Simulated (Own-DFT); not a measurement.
SiC (3C silicon carbide, strained, atoms displaced) (calculated)

Computed with Own-DFT development build. A calculation, not a measurement: plane-wave PBE density functional theory by an unreviewed code, no spin, of a simulated periodic cell, stress positive in tension, free energy of the whole cell less one offset for each atom, forces on such cells passed a denser k mesh, this cell's mesh not checked; offsets are fitted by least squares, one for each functional and potential file, so energies compare only between cells with the same atoms and settings and are not formation energies; the far tail of each file's local potential was reset to the Coulomb form; each entry is a single point on an unrelaxed cell, so the pressure reflects the starting lattice, mostly measured values (interpolated for alloys), from which strain is counted, and rises with the displacements; printed positions are rounded, which can move forces by about a meV/angstrom; the program, named Own-DFT, is a retired in-house code; no spin-orbit coupling.

Common to all runs: functional PBE; potential files PseudoDojo norm-conserving, scalar-relativistic, standard set; wave cutoff 42 hartree; occupations Fermi-Dirac; smearing width 0.1 eV; k mesh 4 x 4 x 4 centred on Gamma.

```yaml
- entry: 1
  formula: SiC
  kind: "3C silicon carbide, strained, atoms displaced"
  structure:
    cell_angstrom:
      - [8.6118, -0.1631, -0.0644]
      - [-0.1631, 8.6984, 0.0242]
      - [-0.0644, 0.0242, 8.8661]
    atoms_fractional:
      - [Si, 0.99901, 0.00827, 0.99691]
      - [Si, 0.00831, 0.25268, 0.25491]
      - [Si, 0.25164, 0.99375, 0.24801]
      - [Si, 0.24949, 0.25219, 0.99834]
      - [C, 0.12532, 0.13168, 0.1293]
      - [C, 0.11839, 0.37229, 0.36721]
      - [C, 0.36805, 0.12091, 0.37079]
      - [C, 0.3696, 0.38011, 0.11838]
      - [Si, 0.00764, 0.00405, 0.50208]
      - [Si, 0.99601, 0.24588, 0.75572]
      - [Si, 0.24619, 0.00098, 0.74037]
      - [Si, 0.24902, 0.24936, 0.50063]
      - [C, 0.11904, 0.11857, 0.62619]
      - [C, 0.13151, 0.36786, 0.87419]
      - [C, 0.37266, 0.13463, 0.87342]
      - [C, 0.37488, 0.37521, 0.63799]
      - [Si, 0.99696, 0.50689, 0.00739]
      - [Si, 0.9951, 0.74564, 0.24327]
      - [Si, 0.24917, 0.49557, 0.24541]
      - [Si, 0.25403, 0.75395, 0.99817]
      - [C, 0.13613, 0.6256, 0.13057]
      - [C, 0.11983, 0.86866, 0.36616]
      - [C, 0.37609, 0.63065, 0.37458]
      - [C, 0.36404, 0.86695, 0.1255]
      - [Si, 0.99268, 0.49644, 0.5048]
      - [Si, 0.99752, 0.75119, 0.7461]
      - [Si, 0.25334, 0.5058, 0.74602]
      - [Si, 0.23977, 0.74544, 0.4908]
      - [C, 0.12752, 0.63004, 0.6182]
      - [C, 0.11973, 0.87222, 0.87469]
      - [C, 0.38063, 0.62537, 0.86615]
      - [C, 0.38726, 0.87457, 0.63787]
      - [Si, 0.50563, 0.001, 0.0076]
      - [Si, 0.50135, 0.26095, 0.26301]
      - [Si, 0.74188, 0.99878, 0.24668]
      - [Si, 0.75288, 0.25158, 0.00311]
      - [C, 0.62581, 0.11601, 0.13387]
      - [C, 0.62798, 0.36722, 0.37167]
      - [C, 0.86424, 0.13029, 0.371]
      - [C, 0.88454, 0.38243, 0.11788]
      - [Si, 0.49318, 0.00415, 0.5002]
      - [Si, 0.51277, 0.24985, 0.7488]
      - [Si, 0.75114, 0.00545, 0.74639]
      - [Si, 0.74559, 0.25249, 0.49328]
      - [C, 0.61961, 0.12008, 0.61949]
      - [C, 0.62736, 0.37265, 0.88296]
      - [C, 0.87389, 0.11911, 0.86978]
      - [C, 0.87783, 0.37862, 0.61575]
      - [Si, 0.49098, 0.49636, 0.00601]
      - [Si, 0.5031, 0.74919, 0.24477]
      - [Si, 0.7538, 0.49944, 0.25616]
      - [Si, 0.7474, 0.7475, 0.99795]
      - [C, 0.63314, 0.62383, 0.12333]
      - [C, 0.62688, 0.87487, 0.36265]
      - [C, 0.87453, 0.61857, 0.3711]
      - [C, 0.88798, 0.8785, 0.12495]
      - [Si, 0.49242, 0.50725, 0.49471]
      - [Si, 0.48921, 0.74522, 0.73987]
      - [Si, 0.74978, 0.50153, 0.74781]
      - [Si, 0.75566, 0.75847, 0.49992]
      - [C, 0.62208, 0.62466, 0.63623]
      - [C, 0.62604, 0.88091, 0.86824]
      - [C, 0.87298, 0.62679, 0.87934]
      - [C, 0.87859, 0.87087, 0.63163]
  results:
    "free_energy_of_cell_above_offsets [eV]": "-3.362"
    "pressure [GPa]": 5.89
    "stress_xx [GPa]": -9.18
    "stress_yy [GPa]": -7.21
    "stress_zz [GPa]": -1.29
    "stress_yz [GPa]": 1.83
    "stress_xz [GPa]": -5.38
    "stress_xy [GPa]": -10.81
    force_element: [Si, Si, Si, Si, C, C, C, C, Si, Si, Si, Si, C, C, C, C, Si, Si, Si, Si, C, C, C, C, Si, Si, Si, Si, C, C, C, C, Si, Si, Si, Si, C, C, C, C, Si, Si, Si, Si, C, C, C, C, Si, Si, Si, Si, C, C, C, C, Si, Si, Si, Si, C, C, C, C]
    "force_x [eV/angstrom]": [1.06, -3.286, -1.54, 0.195, 0.448, 2.668, 0.809, 0.414, -2.833, 1.055, 1.36, -0.356, 1.224, -1.717, 0.655, 0.501, 2.35, 1.035, 0.211, -1.537, -1.766, 0.41, -0.553, 3.193, 2.635, 0.705, -1.232, 2.071, -1.386, 1.035, -1.326, -4.08, -1.862, -2.277, 3.49, -0.077, -0.675, -0.012, 1.815, -2.003, 0.446, -2.036, -0.936, 1.015, 1.724, 0.153, -0.349, -2.194, 2.698, -0.459, -0.603, 0.945, -1.937, -0.872, 0.46, -2.795, 1.281, 3.924, 0.207, -1.314, 0.411, -0.651, 0.638, -0.574]
    "force_y [eV/angstrom]": [-1.422, -1.905, 0.372, -1.037, -0.971, 2.095, 1.238, -1.287, -1.832, 1.172, -0.656, 0.284, 2.333, 2.293, -1.635, -0.109, 0.315, -0.074, 0.736, -1.616, 0.319, 1.256, -0.973, 1.972, 1.751, -1.074, -1.305, 1.593, -1.497, 1.045, -0.171, 1.928, -0.523, -3.381, -0.245, -0.644, 3.429, 3.773, -0.665, -2.153, -1.889, -0.143, -1.968, -1.353, 1.911, 0.373, 1.841, -2.117, 1.621, -0.474, -0.877, 1.836, -0.593, -0.329, 1.681, -0.241, -1.137, 0.286, -0.456, -1.582, 0.241, -1.122, -0.312, 2.074]
    "force_z [eV/angstrom]": [0.509, -2.707, -0.9, -0.24, -0.643, 3.706, 1.408, 2.946, -2.297, -1.371, 2.783, 0.269, 0.132, -0.459, 0.279, -3.095, -2.481, 0.153, 0.855, -1.726, -1.25, 1.645, -0.722, 0.661, -2.743, 1.46, 0.647, 0.254, 1.401, -0.148, 2.677, -4.349, -2.47, -4.018, 0.278, 0.103, -1.075, 1.783, 0.643, 3.008, -0.95, 0.877, -0.481, 1.182, 0.495, -0.794, 1.43, 3.167, -2.469, -0.295, -2.641, -0.76, 0.986, 3.022, 1.923, -0.438, 1.877, 2.821, 1.224, -0.436, -3.087, 1.29, -1.103, -1.744]
- entry: 2
  formula: SiC
  kind: "3C silicon carbide, strained, atoms displaced"
  structure:
    cell_angstrom:
      - [8.7235, 0.1496, 0.0932]
      - [0.1496, 8.7468, -0.1567]
      - [0.0932, -0.1567, 8.8386]
    atoms_fractional:
      - [Si, 0.00703, 0.99477, 0.00311]
      - [Si, 0.99685, 0.25418, 0.2477]
      - [Si, 0.2489, 0.00325, 0.25234]
      - [Si, 0.25534, 0.26209, 0.98967]
      - [C, 0.13403, 0.11598, 0.13517]
      - [C, 0.11974, 0.37077, 0.38354]
      - [C, 0.37124, 0.12736, 0.38366]
      - [C, 0.37293, 0.37216, 0.12082]
      - [Si, 0.00269, 0.00158, 0.49963]
      - [Si, 0.00411, 0.25354, 0.74718]
      - [Si, 0.24503, 0.00559, 0.74167]
      - [Si, 0.25886, 0.23768, 0.50119]
      - [C, 0.1179, 0.1222, 0.62213]
      - [C, 0.12042, 0.38142, 0.87418]
      - [C, 0.37454, 0.12394, 0.87396]
      - [C, 0.37439, 0.37773, 0.62812]
      - [Si, 0.99858, 0.4927, 0.00902]
      - [Si, 0.99957, 0.7426, 0.25276]
      - [Si, 0.24776, 0.50387, 0.25108]
      - [Si, 0.25349, 0.74606, 0.00699]
      - [C, 0.13883, 0.63222, 0.11991]
      - [C, 0.12993, 0.87841, 0.37521]
      - [C, 0.36812, 0.62563, 0.36584]
      - [C, 0.37517, 0.87256, 0.13529]
      - [Si, 0.99993, 0.50406, 0.49905]
      - [Si, 0.00308, 0.75172, 0.74849]
      - [Si, 0.25196, 0.49364, 0.74758]
      - [Si, 0.25252, 0.75998, 0.49524]
      - [C, 0.12307, 0.62769, 0.61693]
      - [C, 0.13228, 0.86471, 0.87877]
      - [C, 0.37567, 0.61751, 0.88363]
      - [C, 0.38016, 0.88149, 0.63463]
      - [Si, 0.50111, 0.00174, 0.99563]
      - [Si, 0.50008, 0.23724, 0.25395]
      - [Si, 0.75531, 0.99479, 0.2505]
      - [Si, 0.74977, 0.24855, 0.00026]
      - [C, 0.63483, 0.11878, 0.11755]
      - [C, 0.62247, 0.37128, 0.37177]
      - [C, 0.87423, 0.12107, 0.38274]
      - [C, 0.87369, 0.38131, 0.12163]
      - [Si, 0.49266, 0.01081, 0.4932]
      - [Si, 0.49933, 0.24993, 0.75246]
      - [Si, 0.75199, 0.00585, 0.75818]
      - [Si, 0.74691, 0.26826, 0.49156]
      - [C, 0.638, 0.12219, 0.62495]
      - [C, 0.62981, 0.37056, 0.87067]
      - [C, 0.87399, 0.11511, 0.87952]
      - [C, 0.88174, 0.36534, 0.62601]
      - [Si, 0.49277, 0.49733, 0.99519]
      - [Si, 0.51252, 0.75838, 0.2455]
      - [Si, 0.74299, 0.50271, 0.25269]
      - [Si, 0.7537, 0.7412, 0.99501]
      - [C, 0.62968, 0.62713, 0.12219]
      - [C, 0.6291, 0.88385, 0.36624]
      - [C, 0.87883, 0.62251, 0.37665]
      - [C, 0.86068, 0.86388, 0.11963]
      - [Si, 0.50035, 0.50717, 0.49418]
      - [Si, 0.50615, 0.73797, 0.74459]
      - [Si, 0.74237, 0.49807, 0.75114]
      - [Si, 0.7527, 0.7485, 0.50075]
      - [C, 0.62741, 0.62612, 0.62717]
      - [C, 0.62269, 0.87197, 0.87471]
      - [C, 0.87158, 0.62488, 0.88194]
      - [C, 0.87126, 0.87548, 0.62114]
  results:
    "free_energy_of_cell_above_offsets [eV]": "-3.544"
    "pressure [GPa]": 2.3
    "stress_xx [GPa]": -3.58
    "stress_yy [GPa]": -2.93
    "stress_zz [GPa]": -0.39
    "stress_yz [GPa]": -8.92
    "stress_xz [GPa]": 5.66
    "stress_xy [GPa]": 9.81
    force_element: [Si, Si, Si, Si, C, C, C, C, Si, Si, Si, Si, C, C, C, C, Si, Si, Si, Si, C, C, C, C, Si, Si, Si, Si, C, C, C, C, Si, Si, Si, Si, C, C, C, C, Si, Si, Si, Si, C, C, C, C, Si, Si, Si, Si, C, C, C, C, Si, Si, Si, Si, C, C, C, C]
    "force_x [eV/angstrom]": [-0.88, 0.494, 0.682, -1.114, -1.999, 1.551, 1.835, 0.783, -1.748, -1.299, 0.323, -4.073, 2.104, 0.891, -0.173, 1.408, 0.302, 0.196, -0.206, 1.091, -3.206, -0.929, 2.588, 0.671, 0.076, -0.906, -1.683, 0.044, 1.292, -0.239, -0.176, 0.087, -0.621, -0.039, 0.193, 0.387, -1.367, -0.645, -0.13, -0.437, 3.308, 0.966, -0.807, 1.646, -2.387, -1.125, 2.115, -1.559, 2.249, -1.713, 0.679, -2.69, -0.791, -0.928, -0.999, 3.606, -1.37, -2.399, 2.453, -0.495, 0.994, 0.678, 2.241, 1.205]
    "force_y [eV/angstrom]": [-0.405, -1.357, -1.402, -2.086, 2.612, 0.037, -1.624, 0.115, -0.67, -0.972, -1.123, 4.516, 0.417, -1.323, 0.577, -1.662, 3.097, 1.659, -1.349, 1.856, -2.709, -0.169, 0.829, 0.987, -1.035, -0.343, 2.7, -1.02, -0.131, 1.335, 0.727, -1.345, -0.955, 1.412, 1.261, 0.292, 0.641, 1.421, 1.219, -1.741, -2.391, -0.732, -1.991, -4.058, 1.793, 0.259, 1.832, 2.978, -0.566, -0.875, 0.182, 2.177, -1.288, -1.385, -0.439, 0.736, -0.457, 3.483, -0.339, 1.556, -1.826, -0.685, -2.3, 0.049]
    "force_z [eV/angstrom]": [0.488, 1.115, 0.759, 1.585, -2.657, -1.768, -3.913, 1.226, 0.053, 1.298, 2.59, 2.424, 0.208, -0.634, -0.783, -1.629, -1.443, -1.039, -0.276, -1.212, 1.989, -0.509, 1.377, -1.785, 1.379, 0.512, 0.84, 1.281, 0.803, -0.958, -2.801, -2.725, 0.897, -1.778, -0.354, -0.26, 1.508, -0.801, -2.22, 1.288, 2.889, -0.958, -1.622, 2.659, -0.81, 0.919, 0.236, -0.813, 1.822, 0.359, -0.915, 1.172, -0.145, 2.027, -0.506, 1.179, 0.544, 3.016, 0.26, -0.029, -2.777, -0.67, -2.88, 0.966]
```
